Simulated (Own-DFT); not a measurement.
# How strain changes the stress of wurtzite GaN, 96 atoms (Ga48N48)

All numbers below are calculated, not measured. They come from Own-DFT, an in-house plane-wave density functional program, since retired, whose code no person has reviewed. Each row is one single-point run on a periodic cell that was not relaxed, without spin or spin-orbit coupling.

Settings of every run: PBE; PseudoDojo norm-conserving scalar-relativistic files (stringent for Ga); cutoff 96 hartree; 3 x 4 x 3 k mesh centred on Gamma; Gaussian smearing of 0.01 eV.

Known limits: forces on such cells passed a denser k mesh, each cell not checked; stress not checked against mesh or cutoff.

Unstrained cell vectors in Å: (12.756, 0.000, 0.000); (-4.784, 8.285, 0.000); (0.000, 0.000, 10.370). The unstrained cell has measured lattice constants (interpolated for alloys), not those of this functional. That, the random moves and any unrelaxed bonds set the pressure at no strain. Each run strains this cell uniformly, with the atoms carried along. Every atom was also moved at random, by a Gaussian of width 0.05 Å on each axis. Strain is the symmetric tensor, in per cent. Stress is positive in tension, and the pressure is minus a third of its trace.

| run | e_xx (%) | e_yy (%) | e_zz (%) | e_yz (%) | e_xz (%) | e_xy (%) | s_xx (GPa) | s_yy (GPa) | s_zz (GPa) | s_yz (GPa) | s_xz (GPa) | s_xy (GPa) | P (GPa) | E (meV/atom) |
|---|---|---|---|---|---|---|---|---|---|---|---|---|---|---|
| 1 | 0.50 | -0.36 | -0.25 | -0.14 | -0.56 | 1.47 | -6.27 | -7.82 | -8.69 | -0.55 | -1.08 | 4.38 | 7.59 | 15.1 |
| 2 | -1.79 | 0.47 | 0.78 | -0.15 | -1.97 | -1.11 | -12.63 | -6.22 | -6.09 | -0.32 | -4.46 | -3.18 | 8.31 | 15.5 |
| 3 | 1.72 | -1.25 | 0.73 | -1.18 | -0.20 | -0.14 | -1.52 | -8.72 | -4.49 | -2.60 | -0.62 | -0.47 | 4.91 | 2.3 |
| 4 | -1.60 | -1.85 | -0.73 | 1.11 | 1.97 | -0.57 | -17.52 | -16.96 | -13.47 | 1.99 | 5.00 | -2.29 | 15.98 | 33.1 |
| 5 | -1.16 | 0.52 | 0.23 | 1.89 | 0.35 | -1.43 | -11.44 | -5.24 | -7.15 | 4.00 | 0.39 | -3.16 | 7.95 | 11.5 |
| 6 | -1.81 | -0.20 | -1.56 | -1.87 | -1.05 | -0.17 | -17.23 | -10.93 | -17.42 | -3.91 | -2.67 | -0.05 | 15.19 | 42.9 |
| 7 | -1.00 | 1.22 | 1.19 | -1.36 | -0.18 | 0.70 | -9.41 | -1.04 | -2.59 | -1.95 | -0.44 | 1.71 | 4.34 | 0.0 |
| 8 | -1.69 | 1.12 | 0.01 | 0.77 | 0.02 | -0.72 | -13.17 | -3.86 | -7.88 | 1.73 | -0.75 | -2.59 | 8.30 | 8.9 |
| 9 | -1.44 | 1.31 | -0.82 | 1.64 | -0.66 | 0.27 | -11.23 | -4.27 | -11.91 | 4.21 | -1.03 | 0.26 | 9.14 | 16.6 |
| 10 | -0.41 | 0.01 | -1.30 | -0.56 | 0.67 | 1.37 | -10.24 | -8.86 | -14.41 | -2.13 | 1.80 | 5.62 | 11.17 | 27.9 |
| 11 | -1.53 | 1.31 | -0.27 | 2.00 | 0.88 | -1.49 | -12.20 | -4.11 | -8.88 | 3.73 | 1.87 | -5.71 | 8.40 | 22.7 |
| 12 | -1.55 | -1.12 | 0.97 | 0.02 | 0.04 | 0.82 | -14.36 | -13.23 | -4.89 | -0.21 | -0.76 | 2.62 | 10.83 | 20.2 |
| 13 | 1.58 | 0.37 | -1.85 | 0.52 | 1.85 | 1.02 | -1.86 | -6.45 | -13.70 | 1.79 | 3.28 | 4.66 | 7.34 | 17.9 |
| 14 | -1.38 | 0.55 | 1.61 | 0.31 | 1.88 | -0.84 | -12.00 | -7.38 | -0.31 | 0.90 | 3.66 | -2.53 | 6.56 | 32.0 |
| 15 | -0.62 | -1.97 | 0.62 | -0.33 | 0.83 | -0.31 | -10.99 | -16.25 | -6.29 | -0.38 | 1.26 | -0.85 | 11.18 | 17.0 |
| 16 | 1.73 | -1.64 | -0.61 | -1.07 | 0.67 | -1.16 | -1.61 | -13.66 | -11.96 | -2.89 | 0.93 | -4.23 | 9.08 | 31.5 |
| 17 | -1.07 | -0.83 | 1.27 | -1.78 | -0.85 | -0.26 | ? | ? | ? | ? | ? | ? | ? | ? |

E is the free energy for each atom above the lowest run shown.

## Worked fit

Each stress component was fitted by least squares to a constant and the strains of the runs shown, as fractions, with shears doubled. Shear strains stay in the fit of a normal stress only where such slopes are resolved. The slopes, in GPa:

```
stress  at no strain  per e_xx  per e_yy  per e_zz  scatter
  s_xx          -7.3  422 ± 16  123 ± 18   81 ± 19     0.73
  s_yy          -7.3  107 ± 23  421 ± 25   84 ± 27     1.03
  s_zz          -7.8   74 ± 16   80 ± 18  466 ± 19     0.74
```

Each shear stress against twice its own strain: yz 104 ± 9, xz 107 ± 8, xy 164 ± 13 GPa. These are stiffnesses along x, y and z of the frame in which the cell vectors are given, which need not be the crystal's axes. The atoms are held to the strained lattice; where symmetry lets them move under strain, relaxing them would lower some slopes. The table should be nearly symmetric about its diagonal, and what it lacks of that shows the noise. A ninth of its sum, 206 ± 6 GPa, estimates the bulk modulus near the mean pressure of these runs, 9.1 GPa, so it lies above the value at zero pressure.

## Withheld run

Question: what normal stresses and pressure should run 17 give?

The fit gives s_xx = -11.8, s_yy = -10.8, s_zz = -3.4 and P = 8.7 GPa. The calculation gave -12.90, -10.13, -2.95 and P = 8.66 GPa.
